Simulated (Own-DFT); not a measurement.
# Computed records: Al3GaAs4 (zincblende random alloy, atoms displaced)

Computed with Own-DFT development build. A calculation, not a measurement: plane-wave PBE density functional theory by an unreviewed code, no spin, of a simulated periodic cell, stress positive in tension, free energy of the whole cell less one offset for each atom, forces on such cells passed a denser k mesh, this cell's mesh not checked; offsets are fitted by least squares, one for each functional and potential file, so energies compare only between cells with the same atoms and settings and are not formation energies; the far tail of each file's local potential was reset to the Coulomb form; each entry is a single point on an unrelaxed cell, so the pressure reflects the starting lattice, mostly measured values, from which strain is counted, and rises with the displacements; printed positions are rounded, which can move forces by about a meV/angstrom; the program is a retired in-house code; no spin-orbit coupling.

```cif
# cell vector a (Å): 11.3183 0.0000 0.0000
# cell vector b (Å): 0.0000 11.3183 0.0000
# cell vector c (Å): 0.0000 0.0000 11.3183
data_Al3GaAs4
_symmetry_space_group_name_H-M 'P 1'
_symmetry_Int_Tables_number 1
_cell_length_a 11.3183
_cell_length_b 11.3183
_cell_length_c 11.3183
_cell_angle_alpha 90.000
_cell_angle_beta 90.000
_cell_angle_gamma 90.000
_cell_volume 1449.92
loop_
_atom_site_label
_atom_site_type_symbol
_atom_site_fract_x
_atom_site_fract_y
_atom_site_fract_z
_atom_site_occupancy
Al1 Al 0.00209 0.00175 0.99851 1
Al2 Al 0.99950 0.25119 0.25360 1
Al3 Al 0.25400 0.00377 0.24917 1
Al4 Al 0.24897 0.24942 0.99895 1
As1 As 0.12730 0.12893 0.12345 1
As2 As 0.12377 0.37450 0.37281 1
As3 As 0.37219 0.12436 0.37112 1
As4 As 0.37711 0.37368 0.12445 1
Al5 Al 0.99872 0.99697 0.50292 1
Ga1 Ga 0.00336 0.25173 0.75421 1
Al6 Al 0.24924 0.00473 0.75249 1
Al7 Al 0.24886 0.24647 0.49561 1
As5 As 0.12333 0.12923 0.63060 1
As6 As 0.12680 0.37448 0.87582 1
As7 As 0.37855 0.12146 0.87014 1
As8 As 0.37311 0.37769 0.62342 1
Al8 Al 0.00079 0.50153 0.99543 1
Al9 Al 0.99775 0.74563 0.25286 1
Al10 Al 0.25004 0.50288 0.24809 1
Al11 Al 0.24763 0.74938 0.00045 1
As9 As 0.12462 0.62172 0.12426 1
As10 As 0.13037 0.87644 0.37522 1
As11 As 0.37378 0.62741 0.37762 1
As12 As 0.37532 0.87429 0.12310 1
Ga2 Ga 0.00124 0.50230 0.49940 1
Al12 Al 0.99776 0.75208 0.75092 1
Al13 Al 0.25483 0.49754 0.74630 1
Ga3 Ga 0.25707 0.75453 0.50227 1
As13 As 0.12499 0.61664 0.62390 1
As14 As 0.12327 0.87733 0.87208 1
As15 As 0.37575 0.62710 0.86955 1
As16 As 0.36941 0.87492 0.62668 1
Al14 Al 0.50046 0.00673 0.00182 1
Al15 Al 0.49799 0.24814 0.25356 1
Al16 Al 0.74991 0.99783 0.24589 1
Al17 Al 0.75226 0.24983 0.00124 1
As17 As 0.62304 0.12633 0.12259 1
As18 As 0.62478 0.38015 0.37949 1
As19 As 0.87968 0.12420 0.37595 1
As20 As 0.87626 0.37767 0.12683 1
Al18 Al 0.49716 0.99873 0.50334 1
Al19 Al 0.50041 0.24894 0.74841 1
Al20 Al 0.74882 0.99974 0.75536 1
Ga4 Ga 0.75380 0.25368 0.50008 1
As21 As 0.62214 0.12630 0.62539 1
As22 As 0.62463 0.37627 0.87298 1
As23 As 0.87882 0.12316 0.87298 1
As24 As 0.87646 0.37524 0.62272 1
Ga5 Ga 0.49903 0.49836 0.99957 1
Ga6 Ga 0.50246 0.75407 0.24637 1
Al21 Al 0.75237 0.50079 0.25067 1
Ga7 Ga 0.74941 0.75139 0.00186 1
As25 As 0.62368 0.62623 0.11947 1
As26 As 0.62526 0.87706 0.37743 1
As27 As 0.87798 0.62223 0.37355 1
As28 As 0.87639 0.87105 0.12238 1
Al22 Al 0.49779 0.50522 0.50259 1
Ga8 Ga 0.50097 0.75162 0.74958 1
Al23 Al 0.75277 0.49757 0.74968 1
Al24 Al 0.75256 0.75351 0.49550 1
As29 As 0.63065 0.62564 0.62842 1
As30 As 0.62372 0.87086 0.87735 1
As31 As 0.87632 0.62773 0.87262 1
As32 As 0.87135 0.87393 0.62240 1
_calc_functional 'PBE'
_calc_potential_files 'PseudoDojo norm-conserving, scalar-relativistic, standard set'
_calc_wave_cutoff 42  # hartree
_calc_occupations 'Fermi-Dirac'
_calc_smearing_width 0.1  # eV
_calc_k_mesh '3 x 3 x 3 centred on Gamma'
_calc_pressure ?
_calc_stress_yy ?
```

Question: Estimate the pressure of Al3GaAs4 (zincblende random alloy, atoms displaced).
Answer: 2.95 GPa

Question: Al3GaAs4 (zincblende random alloy, atoms displaced): stress yy?
Answer: -2.94 GPa

Further results for Al3GaAs4 (zincblende random alloy, atoms displaced):

* free energy of cell above offsets: -20.155 eV
* stress xx: -2.96 GPa
* stress zz: -2.96 GPa
* stress yz: -0.14 GPa
* stress xz: -0.27 GPa
* stress xy: -0.35 GPa

Force:
```csv
element,x (eV/Å),y (eV/Å),z (eV/Å)
Al,0.032,-0.145,0.309
Al,0.06,-0.074,-0.501
Al,-0.559,-0.575,-0.497
Al,0.561,-0.024,-0.218
As,-0.356,-0.362,0.337
As,0.368,0.24,0.128
As,0.554,-0.074,0.733
As,-0.301,0.001,0.183
Al,0.506,0.213,-0.004
Ga,-0.425,0.268,-0.298
Al,-0.238,-0.364,-0.306
Al,-0.163,0.446,0.454
As,0.211,-0.487,-0.755
As,0.243,0.404,-0.053
As,-0.239,0.64,0.563
As,0.375,-0.847,-0.365
Al,-0.145,-0.121,0.214
Al,0.694,0.509,-0.275
Al,0.204,-0.361,0.258
Al,0.086,0.001,-0.316
As,-0.142,0.402,-0.048
As,-0.497,-0.027,-0.114
As,0.336,0.002,-0.627
As,-0.129,0.428,-0.119
Ga,-0.008,-0.542,-0.13
Al,0.365,-0.264,-0.656
Al,-0.525,0.189,0.472
Ga,-1.07,-0.764,-0.21
As,0.239,1.277,0.363
As,0.264,-0.181,0.273
As,-0.289,-0.216,0.569
As,0.702,0.581,0.527
Al,-0.103,-0.95,-0.33
Al,0.537,0.515,-0.126
Al,0.148,0.243,0.246
Al,0.005,0.199,-0.271
As,0.41,0.215,0.575
As,-0.147,-0.286,-0.414
As,-0.574,-0.232,-0.182
As,0.069,-0.217,-0.304
Al,-0.051,0.157,-0.183
Al,-0.155,0.505,-0.071
Al,-0.215,-0.124,-0.496
Ga,-0.36,-0.458,-0.139
As,0.553,-0.242,-0.115
As,0.227,-0.377,0.168
As,-0.427,0.284,0.355
As,0.305,0.041,0.474
Ga,-0.084,0.236,-0.334
Ga,-0.105,-0.381,0.358
Al,-0.57,0.064,-0.249
Ga,0.106,-0.338,-0.387
As,0.234,-0.322,0.718
As,-0.102,0.146,-0.335
As,-0.511,0.273,0.296
As,0.265,0.46,0.343
Al,0.327,0.016,0.17
Ga,0.079,-0.091,-0.278
Al,0.027,0.156,0.09
Al,-0.219,-0.688,0.174
As,-0.23,0.212,-0.538
As,-0.048,0.834,0.118
As,-0.271,-0.274,0.253
As,0.167,0.25,0.521
```
